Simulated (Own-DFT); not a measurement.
SiC (4H silicon carbide, atoms displaced), SiC (3C silicon carbide, strained, atoms displaced) (calculated)

All values are calculated (Own-DFT development build). A calculation, not a measurement: plane-wave PBE density functional theory by an unreviewed code, no spin, of a simulated periodic cell, stress positive in tension, free energy of the whole cell less one offset for each atom, forces on such cells passed a denser k mesh, this cell's mesh not checked; offsets are fitted by least squares, one for each functional and potential file, so energies compare only between cells with the same atoms and settings and are not formation energies; the far tail of each file's local potential was reset to the Coulomb form; each entry is a single point on an unrelaxed cell, so the pressure reflects the starting lattice, mostly measured values (interpolated for alloys), from which strain is counted, and rises with the displacements; printed positions are rounded, which can move forces by about a meV/angstrom; the program, named Own-DFT, is a retired in-house code; no spin-orbit coupling.

Settings shared by all entries: functional PBE; potential files PseudoDojo norm-conserving, scalar-relativistic, standard set; wave cutoff 42 hartree; occupations Fermi-Dirac; smearing width 0.1 eV; hardware one NVIDIA H200.

```yaml
- entry: 1
  formula: SiC
  kind: "4H silicon carbide, atoms displaced"
  structure:
    cell_angstrom: [[12.3308, 0.0, 0.0], [-6.1654, 10.6788, 0.0], [0.0, 0.0, 10.0681]]
    atoms_fractional:
      - [Si, 0.00062, 0.99866, 0.4058]
      - [Si, 0.08006, 0.16416, 0.15357]
      - [C, 0.00191, 0.00233, 0.09696]
      - [C, 0.07827, 0.15875, 0.34123]
      - [Si, 0.00049, 0.24895, 0.40485]
      - [Si, 0.0836, 0.41363, 0.15607]
      - [C, 0.00114, 0.24692, 0.09291]
      - [C, 0.09083, 0.41794, 0.35265]
      - [Si, 0.9993, 0.50085, 0.41015]
      - [Si, 0.0871, 0.66743, 0.15256]
      - [C, 0.00156, 0.49562, 0.08688]
      - [C, 0.08239, 0.67086, 0.34212]
      - [Si, 0.9951, 0.7486, 0.40095]
      - [Si, 0.08232, 0.92028, 0.15732]
      - [C, 0.00315, 0.75726, 0.09165]
      - [C, 0.07871, 0.91749, 0.34571]
      - [Si, 0.24821, 0.0002, 0.40414]
      - [Si, 0.33203, 0.16593, 0.1589]
      - [C, 0.25131, 0.9981, 0.09332]
      - [C, 0.33505, 0.16666, 0.34149]
      - [Si, 0.25205, 0.2458, 0.40094]
      - [Si, 0.33344, 0.41704, 0.15669]
      - [C, 0.24984, 0.24655, 0.08915]
      - [C, 0.33106, 0.41446, 0.34781]
      - [Si, 0.24587, 0.49802, 0.40739]
      - [Si, 0.33533, 0.66446, 0.15678]
      - [C, 0.25069, 0.5036, 0.08771]
      - [C, 0.33356, 0.67142, 0.34327]
      - [Si, 0.25393, 0.74919, 0.404]
      - [Si, 0.33238, 0.91819, 0.15635]
      - [C, 0.25466, 0.74965, 0.09274]
      - [C, 0.33303, 0.91794, 0.34139]
      - [Si, 0.49834, 0.00149, 0.40949]
      - [Si, 0.5819, 0.1667, 0.15929]
      - [C, 0.50218, 0.00105, 0.0922]
      - [C, 0.58793, 0.16298, 0.34159]
      - [Si, 0.49821, 0.24646, 0.40872]
      - [Si, 0.5867, 0.41664, 0.16079]
      - [C, 0.50179, 0.251, 0.08784]
      - [C, 0.58305, 0.41435, 0.33699]
      - [Si, 0.49981, 0.50299, 0.40579]
      - [Si, 0.58813, 0.67012, 0.15267]
      - [C, 0.50333, 0.49989, 0.09181]
      - [C, 0.58529, 0.67112, 0.34178]
      - [Si, 0.49862, 0.7533, 0.40593]
      - [Si, 0.58262, 0.91815, 0.15485]
      - [C, 0.50099, 0.74936, 0.09039]
      - [C, 0.58507, 0.9214, 0.34108]
      - [Si, 0.748, 0.00127, 0.4064]
      - [Si, 0.83265, 0.16751, 0.15345]
      - [C, 0.75143, 0.00248, 0.09447]
      - [C, 0.83575, 0.16592, 0.34507]
      - [Si, 0.74783, 0.25414, 0.41029]
      - [Si, 0.83032, 0.4154, 0.15624]
      - [C, 0.74803, 0.24964, 0.09059]
      - [C, 0.83673, 0.42051, 0.34741]
      - [Si, 0.75262, 0.50199, 0.40678]
      - [Si, 0.83123, 0.66579, 0.15316]
      - [C, 0.7503, 0.50059, 0.09384]
      - [C, 0.83016, 0.66578, 0.33782]
      - [Si, 0.7511, 0.75262, 0.40729]
      - [Si, 0.83006, 0.91404, 0.1573]
      - [C, 0.75134, 0.75144, 0.0911]
      - [C, 0.83021, 0.90977, 0.3428]
      - [Si, 0.00387, 0.00175, 0.90216]
      - [Si, 0.91669, 0.83065, 0.65123]
      - [C, 0.99924, 0.9964, 0.59036]
      - [C, 0.91902, 0.83359, 0.84193]
      - [Si, 0.00238, 0.74888, 0.90688]
      - [Si, 0.91523, 0.58363, 0.65325]
      - [C, 0.00116, 0.75423, 0.59571]
      - [C, 0.91511, 0.57994, 0.84158]
      - [Si, 0.00273, 0.50445, 0.90425]
      - [Si, 0.91299, 0.33174, 0.65463]
      - [C, 0.9971, 0.50144, 0.59484]
      - [C, 0.92033, 0.33741, 0.84274]
      - [Si, 0.00022, 0.24772, 0.90678]
      - [Si, 0.91371, 0.0806, 0.65944]
      - [C, 0.00106, 0.25518, 0.59417]
      - [C, 0.91509, 0.0827, 0.84228]
      - [Si, 0.74892, 0.0038, 0.91079]
      - [Si, 0.66962, 0.83846, 0.65979]
      - [C, 0.74652, 0.99972, 0.59574]
      - [C, 0.66609, 0.83354, 0.84627]
      - [Si, 0.74919, 0.75206, 0.9034]
      - [Si, 0.66661, 0.58353, 0.65904]
      - [C, 0.74889, 0.74869, 0.59849]
      - [C, 0.6711, 0.58394, 0.84432]
      - [Si, 0.75372, 0.50529, 0.90477]
      - [Si, 0.66606, 0.33149, 0.65469]
      - [C, 0.75711, 0.50262, 0.59227]
      - [C, 0.66973, 0.33674, 0.85136]
      - [Si, 0.74566, 0.24606, 0.90477]
      - [Si, 0.67028, 0.08987, 0.66352]
      - [C, 0.74745, 0.24316, 0.58799]
      - [C, 0.66399, 0.08164, 0.84549]
      - [Si, 0.49759, 0.99717, 0.90623]
      - [Si, 0.42081, 0.83629, 0.65456]
      - [C, 0.50026, 0.00214, 0.5938]
      - [C, 0.41349, 0.8345, 0.84606]
      - [Si, 0.49449, 0.74699, 0.90972]
      - [Si, 0.4146, 0.58424, 0.65313]
      - [C, 0.49833, 0.74468, 0.59392]
      - [C, 0.41579, 0.58194, 0.84297]
      - [Si, 0.49946, 0.49571, 0.90549]
      - [Si, 0.4111, 0.33001, 0.65409]
      - [C, 0.49985, 0.49993, 0.59655]
      - [C, 0.41615, 0.33755, 0.84181]
      - [Si, 0.50008, 0.2506, 0.90416]
      - [Si, 0.41467, 0.07968, 0.65419]
      - [C, 0.49977, 0.25027, 0.59044]
      - [C, 0.41853, 0.08644, 0.84748]
      - [Si, 0.24825, 0.99782, 0.9068]
      - [Si, 0.16865, 0.82928, 0.65326]
      - [C, 0.25269, 0.0034, 0.5948]
      - [C, 0.1649, 0.83199, 0.84239]
      - [Si, 0.25095, 0.75222, 0.9104]
      - [Si, 0.17009, 0.58448, 0.65293]
      - [C, 0.24346, 0.74923, 0.59558]
      - [C, 0.16167, 0.58138, 0.84151]
      - [Si, 0.25169, 0.49927, 0.90702]
      - [Si, 0.16661, 0.33306, 0.65287]
      - [C, 0.24687, 0.50291, 0.59576]
      - [C, 0.16534, 0.33103, 0.83877]
      - [Si, 0.25272, 0.25574, 0.91056]
      - [Si, 0.16627, 0.08995, 0.65837]
      - [C, 0.25065, 0.25002, 0.59514]
      - [C, 0.16519, 0.07978, 0.84851]
  settings:
    k_mesh: "3 x 3 x 3 centred on Gamma"
  results:
    "free_energy_of_cell_above_offsets [eV]": "-18.358"
    "pressure [GPa]": 3.85
    "stress_xx [GPa]": -3.27
    "stress_yy [GPa]": -3.14
    "stress_zz [GPa]": -5.16
    "stress_yz [GPa]": 0.03
    "stress_xz [GPa]": -0.15
    "stress_xy [GPa]": 0.11
    force_element: [Si, Si, C, C, Si, Si, C, C, Si, Si, C, C, Si, Si, C, C, Si, Si, C, C, Si, Si, C, C, Si, Si, C, C, Si, Si, C, C, Si, Si, C, C, Si, Si, C, C, Si, Si, C, C, Si, Si, C, C, Si, Si, C, C, Si, Si, C, C, Si, Si, C, C, Si, Si, C, C, Si, Si, C, C, Si, Si, C, C, Si, Si, C, C, Si, Si, C, C, Si, Si, C, C, Si, Si, C, C, Si, Si, C, C, Si, Si, C, C, Si, Si, C, C, Si, Si, C, C, Si, Si, C, C, Si, Si, C, C, Si, Si, C, C, Si, Si, C, C, Si, Si, C, C, Si, Si, C, C]
    "force_x [eV/angstrom]": [-1.39, 0.904, -0.908, 0.67, 0.273, -0.005, -0.746, -2.979, 0.794, -0.767, -0.899, 1.1, 0.469, 0.731, 0.263, 1.542, -0.017, 1.011, -1.021, 0.099, -1.661, 0.364, -0.696, 0.035, 2.082, -0.321, 0.583, 1.223, -2.623, 1.163, -0.538, 0.103, 0.644, 0.329, -0.743, -1.899, 0.805, -0.687, -0.524, -0.046, 0.678, -0.502, -0.477, -0.452, 1.052, 0.282, -0.136, -0.577, 0.894, 0.092, -0.237, -0.983, 1.755, 1.052, 0.218, -0.356, -0.735, 0.683, 0.25, 0.013, -0.241, 0.744, 0.006, -0.444, -1.185, -0.398, -0.602, -0.416, -1.05, 1.04, 0.7, 0.109, -0.357, 0.6, 0.904, -0.68, -0.469, 0.382, 0.331, 0.107, 0.979, -0.236, 0.208, -0.918, 1.071, 0.376, -0.146, -1.336, 0.285, 0.137, -2.243, -0.561, 0.888, -0.238, -0.596, -0.043, -0.418, -0.917, 0.771, 0.968, 0.72, 0.45, -0.235, 0.203, 0.088, 1.269, -0.175, 0.689, -0.094, -0.22, -0.058, -0.168, 0.376, -2.433, -0.812, 0.842, -0.513, -2.283, 3.3, 1.911, -1.131, -0.503, 1.754, 0.271, -0.033, 0.839, -0.821, 0.423]
    "force_y [eV/angstrom]": [-0.331, 0.178, -0.817, 1.868, -0.213, 0.578, 0.612, -0.921, 0.647, -0.241, 0.709, -0.914, 0.512, -0.279, -1.589, -0.398, -0.537, 0.105, 0.551, -0.444, 0.283, 0.009, 0.876, 0.406, 1.463, 0.825, -1.284, -1.736, 0.914, -0.474, 0.296, -0.038, -0.373, -0.058, -0.153, 0.973, 0.763, -0.242, -0.166, 0.198, -0.248, -0.834, 0.022, -0.554, 0.007, -0.187, 0.243, -0.824, -0.34, 0.208, -0.523, 0.851, -0.851, 0.387, -0.12, -0.897, -0.123, 0.608, 0.165, 0.116, -1.376, 0.745, -0.082, 2.075, -1.106, 0.707, 1.125, -0.047, 0.16, 1.095, -1.409, 1.215, -1.428, 0.874, -0.313, -1.47, 0.785, 0.659, -1.592, -0.113, -1.128, -1.448, 0.613, 0.469, 0.015, -0.305, 0.425, 0.074, -1.039, 0.671, -1.032, -0.569, 1.632, -2.212, 1.824, 0.274, 0.862, -0.925, -0.166, -0.399, 0.48, -0.885, 2.083, 0.162, 1.77, 1.165, -0.234, -1.614, 0.583, 1.062, -0.284, -0.974, 0.184, 1.931, -0.681, 0.206, -0.98, -0.052, -0.243, 1.148, -0.025, 0.436, -0.869, 0.374, -1.372, -2.253, 0.159, 1.919]
    "force_z [eV/angstrom]": [0.056, 0.496, -1.314, 0.284, 0.599, 0.137, 0.046, -2.265, -0.532, 0.25, 1.774, 0.006, 0.921, -0.066, 0.455, -0.587, 0.672, -1.788, 0.374, 0.499, 0.886, -0.364, 2.013, -0.612, 0.657, -0.378, 1.794, -0.088, 0.543, -0.36, 0.71, 0.833, -1.009, -1.508, 0.298, 1.046, -1.434, -2.513, 1.748, 3.094, -0.092, 0.28, 0.617, 0.266, -0.253, -0.069, 1.282, 0.816, -0.021, 0.899, 0.176, -0.383, -1.955, -0.381, 0.805, -0.738, -0.561, -0.247, -0.234, 1.114, 0.33, -0.346, -0.281, 0.523, 1.109, 1.468, 0.759, 0.084, -0.716, 0.832, -1.434, 0.337, -0.436, 0.446, -0.242, 0.221, -0.937, -1.353, -0.415, 0.948, -0.807, -0.182, -0.208, 0.158, 0.066, -0.424, -1.026, 0.095, 0.665, 0.679, -0.053, -1.939, 0.344, -1.412, 1.852, 0.201, 0.319, 0.532, 0.378, -0.688, -1.453, 0.978, -0.292, 0.065, 0.018, 0.434, -0.804, -0.074, 0.057, 0.982, 0.995, -1.05, -0.297, 0.907, -0.499, 0.238, -1.369, 1.307, -1.56, 0.245, -1.643, 0.373, -0.984, 1.219, -1.815, 0.182, -1.433, -0.872]
    "wall_time [s]": 559.5
- entry: 2
  formula: SiC
  kind: "3C silicon carbide, strained, atoms displaced"
  structure:
    cell_angstrom:
      - [12.9059, 0.0882, 0.0753]
      - [0.0588, 8.6193, 0.0514]
      - [0.0502, 0.0514, 8.8293]
    atoms_fractional:
      - [Si, 0.00337, 0.00013, 0.99525]
      - [Si, 0.99455, 0.25177, 0.25064]
      - [Si, 0.16285, 0.99372, 0.23856]
      - [Si, 0.16721, 0.25033, 0.00497]
      - [C, 0.08406, 0.13435, 0.13071]
      - [C, 0.08336, 0.37754, 0.37345]
      - [C, 0.2504, 0.12925, 0.38279]
      - [C, 0.25075, 0.37995, 0.12443]
      - [Si, 0.00035, 0.00574, 0.49285]
      - [Si, 0.00392, 0.248, 0.7505]
      - [Si, 0.16494, 0.99784, 0.75462]
      - [Si, 0.16547, 0.25115, 0.49394]
      - [C, 0.08108, 0.11945, 0.62073]
      - [C, 0.08298, 0.37884, 0.88428]
      - [C, 0.25666, 0.12538, 0.88123]
      - [C, 0.25701, 0.38242, 0.62379]
      - [Si, 0.99969, 0.49356, 0.00204]
      - [Si, 0.99299, 0.7443, 0.23486]
      - [Si, 0.17418, 0.49015, 0.25003]
      - [Si, 0.16351, 0.74535, 0.99354]
      - [C, 0.08003, 0.61644, 0.12439]
      - [C, 0.08473, 0.87796, 0.38064]
      - [C, 0.25772, 0.62418, 0.37671]
      - [C, 0.25703, 0.87828, 0.11973]
      - [Si, 0.99675, 0.49398, 0.49707]
      - [Si, 0.9985, 0.74329, 0.74305]
      - [Si, 0.1672, 0.4945, 0.76005]
      - [Si, 0.16428, 0.75207, 0.50799]
      - [C, 0.0785, 0.63439, 0.6274]
      - [C, 0.08652, 0.87459, 0.87392]
      - [C, 0.25694, 0.61781, 0.87472]
      - [C, 0.25719, 0.87542, 0.62693]
      - [Si, 0.33579, 0.00704, 0.01236]
      - [Si, 0.33283, 0.25117, 0.25605]
      - [Si, 0.5009, 0.00409, 0.25195]
      - [Si, 0.50197, 0.24337, 0.99654]
      - [C, 0.41147, 0.12503, 0.12703]
      - [C, 0.41596, 0.37231, 0.37244]
      - [C, 0.57762, 0.12893, 0.37464]
      - [C, 0.57944, 0.38226, 0.11692]
      - [Si, 0.33312, 0.99769, 0.50013]
      - [Si, 0.33574, 0.25437, 0.74907]
      - [Si, 0.50263, 0.99316, 0.74637]
      - [Si, 0.50325, 0.24802, 0.49121]
      - [C, 0.41343, 0.13383, 0.62838]
      - [C, 0.41167, 0.37179, 0.86932]
      - [C, 0.58289, 0.12961, 0.88092]
      - [C, 0.57971, 0.38018, 0.62175]
      - [Si, 0.32922, 0.49057, 0.98754]
      - [Si, 0.32595, 0.74059, 0.24694]
      - [Si, 0.49806, 0.49048, 0.25085]
      - [Si, 0.49686, 0.75133, 0.99462]
      - [C, 0.41463, 0.61789, 0.12011]
      - [C, 0.41889, 0.87345, 0.37188]
      - [C, 0.58538, 0.62122, 0.38233]
      - [C, 0.5812, 0.8694, 0.1311]
      - [Si, 0.32918, 0.50491, 0.50853]
      - [Si, 0.33222, 0.7428, 0.7523]
      - [Si, 0.49905, 0.50008, 0.75367]
      - [Si, 0.50121, 0.74125, 0.51188]
      - [C, 0.41633, 0.63011, 0.62818]
      - [C, 0.42085, 0.87884, 0.87847]
      - [C, 0.58929, 0.62771, 0.87151]
      - [C, 0.5838, 0.87958, 0.61156]
      - [Si, 0.66337, 0.00308, 0.9969]
      - [Si, 0.66471, 0.2555, 0.24791]
      - [Si, 0.83378, 0.00171, 0.24684]
      - [Si, 0.83187, 0.24936, 0.9958]
      - [C, 0.75093, 0.13109, 0.12999]
      - [C, 0.75069, 0.38985, 0.36865]
      - [C, 0.92003, 0.11923, 0.3868]
      - [C, 0.91448, 0.36709, 0.13716]
      - [Si, 0.67112, 0.00636, 0.5096]
      - [Si, 0.6684, 0.24931, 0.75068]
      - [Si, 0.83782, 0.00026, 0.74358]
      - [Si, 0.83229, 0.24935, 0.49484]
      - [C, 0.74894, 0.11528, 0.62667]
      - [C, 0.7503, 0.38489, 0.86539]
      - [C, 0.92081, 0.11934, 0.87236]
      - [C, 0.91503, 0.37335, 0.62366]
      - [Si, 0.66433, 0.50202, 0.00394]
      - [Si, 0.66987, 0.76, 0.24803]
      - [Si, 0.83778, 0.4901, 0.25588]
      - [Si, 0.83005, 0.75403, 0.00971]
      - [C, 0.75163, 0.612, 0.13574]
      - [C, 0.74744, 0.87857, 0.3742]
      - [C, 0.91739, 0.63091, 0.38052]
      - [C, 0.9157, 0.88288, 0.11592]
      - [Si, 0.66252, 0.5029, 0.48947]
      - [Si, 0.66754, 0.74304, 0.74414]
      - [Si, 0.83378, 0.50012, 0.74667]
      - [Si, 0.84192, 0.74286, 0.50554]
      - [C, 0.75407, 0.63641, 0.62237]
      - [C, 0.75099, 0.87726, 0.8757]
      - [C, 0.91982, 0.61864, 0.87602]
      - [C, 0.92022, 0.8718, 0.62782]
  settings:
    k_mesh: "3 x 4 x 4 centred on Gamma"
  results:
    "stress_yy [GPa]": null
```

**Q.** SiC (3C silicon carbide, strained, atoms displaced) (entry 2): stress yy?
**A.** -10.53 GPa

Further results for SiC (3C silicon carbide, strained, atoms displaced) (entry 2):

- free energy of cell above offsets: -6.442 eV
- pressure: 8.62 GPa
- stress xx: -11.17 GPa
- stress zz: -4.18 GPa
- stress yz: 3.73 GPa
- stress xz: 4.31 GPa
- stress xy: 4.58 GPa
- wall time: 543.9 s

Force:
| element | x (eV/Å) | y (eV/Å) | z (eV/Å) |
| --- | --- | --- | --- |
| Si | 0.271 | 0.45 | 0.639 |
| Si | 2.278 | -1.405 | 1.791 |
| Si | 1.425 | 0.774 | 2.44 |
| Si | 0.938 | 0.028 | -0.33 |
| C | -1.095 | -1.609 | -1.169 |
| C | -0.381 | -0.51 | -0.195 |
| C | -0.358 | -1.165 | -2.022 |
| C | 0.352 | -2.117 | -0.614 |
| Si | 1.515 | -3.006 | 2.831 |
| Si | -0.552 | 0.333 | -0.269 |
| Si | 2.187 | 0.886 | -1.095 |
| Si | 0.403 | 0.04 | 1.75 |
| C | 1.205 | 1.358 | 0.97 |
| C | 0.462 | -2.078 | -1.564 |
| C | -2.133 | 0.573 | -0.815 |
| C | -3.784 | -1.85 | 1.47 |
| Si | -1.128 | 0.743 | 0.85 |
| Si | 1.569 | 1.013 | 2.56 |
| Si | -1.897 | 2.608 | 0.994 |
| Si | 1.621 | -0.063 | 1.173 |
| C | 1.274 | 0.59 | -0.073 |
| C | -0.455 | -0.867 | -2.348 |
| C | -3.754 | -0.556 | 0.695 |
| C | -3.256 | -1.801 | 0.657 |
| Si | 1.304 | 1.604 | 0.669 |
| Si | -0.516 | 1.615 | 3.109 |
| Si | 0.126 | 1.393 | -2.055 |
| Si | 1.389 | 0.201 | -1.147 |
| C | 2.098 | -3.868 | -1.026 |
| C | -1.343 | -0.866 | -0.11 |
| C | -3.409 | 1.262 | -0.543 |
| C | -2.449 | -0.692 | 0.768 |
| Si | 0.391 | -1.236 | -3.065 |
| Si | -0.17 | -0.095 | -0.458 |
| Si | -0.947 | -1.403 | -0.02 |
| Si | -2.456 | 2.106 | 1.233 |
| C | 2.477 | 1.275 | 0.903 |
| C | -0.373 | 0.501 | 1.188 |
| C | 3.39 | -0.726 | -0.827 |
| C | 0.416 | -2.2 | 0.712 |
| Si | 1.345 | 0.734 | -0.197 |
| Si | -0.983 | -1.099 | -0.106 |
| Si | -1.004 | 1.862 | 0.06 |
| Si | -2.583 | 1.565 | 2.852 |
| C | 1.876 | -2.115 | -1.323 |
| C | 2.348 | 0.064 | 0.934 |
| C | 0.851 | -1.306 | -2.389 |
| C | 1.354 | -1.228 | -0.011 |
| Si | 2.429 | 0.565 | 3.29 |
| Si | 3.709 | 1.949 | -0.566 |
| Si | -0.23 | 2.614 | -0.215 |
| Si | 1.081 | -1.062 | 1.771 |
| C | -0.194 | 0.008 | -0.245 |
| C | -0.769 | -0.655 | 0.702 |
| C | -2.13 | 1.824 | -2.916 |
| C | 0.093 | 1.496 | -1.965 |
| Si | 3.257 | 0.203 | -1.927 |
| Si | 1.2 | 2.371 | 0.238 |
| Si | 0.238 | 0.102 | -0.377 |
| Si | -0.063 | 2.014 | -3.395 |
| C | -0.188 | -1.761 | 0.78 |
| C | -1.555 | -0.121 | -0.769 |
| C | -1.934 | -0.629 | 0.583 |
| C | 0.188 | -1.223 | 2.633 |
| Si | 1.051 | -1.129 | 1.486 |
| Si | -0.104 | 0.269 | 0.119 |
| Si | -0.194 | -0.014 | 1.372 |
| Si | 0.289 | 0.334 | 0.152 |
| C | -0.656 | -0.447 | -1.279 |
| C | -1.252 | -4.113 | 2.043 |
| C | -2.631 | 2.278 | -3.783 |
| C | -0.091 | 0.789 | -3.374 |
| Si | -1.792 | -1.602 | -3.63 |
| Si | -0.843 | 0.943 | -0.447 |
| Si | -0.313 | -1.17 | 1.636 |
| Si | -0.509 | 0.327 | 1.025 |
| C | 1.233 | 3.021 | 0.53 |
| C | -0.493 | -2.024 | 1.871 |
| C | -0.86 | 1.403 | -0.115 |
| C | 0.239 | -0.628 | -0.042 |
| Si | 1.35 | 0.523 | -1 |
| Si | -0.684 | -2.53 | 1.523 |
| Si | -0.008 | 3.32 | -0.59 |
| Si | 0.127 | -1.579 | -1.967 |
| C | -0.053 | 2.184 | -1.234 |
| C | 1.899 | 0.259 | 0.509 |
| C | 0.649 | -2.269 | -2.409 |
| C | 0.229 | -0.748 | 1.131 |
| Si | 2.197 | -0.621 | 3.259 |
| Si | 0.514 | 2.658 | 0.382 |
| Si | 0.381 | 1.361 | -0.097 |
| Si | -2.171 | 3.107 | -0.625 |
| C | -0.598 | -2.897 | -0.086 |
| C | -0.484 | -0.102 | -0.442 |
| C | -1.113 | 0.724 | 0.308 |
| C | -0.276 | 0.964 | -1.33 |
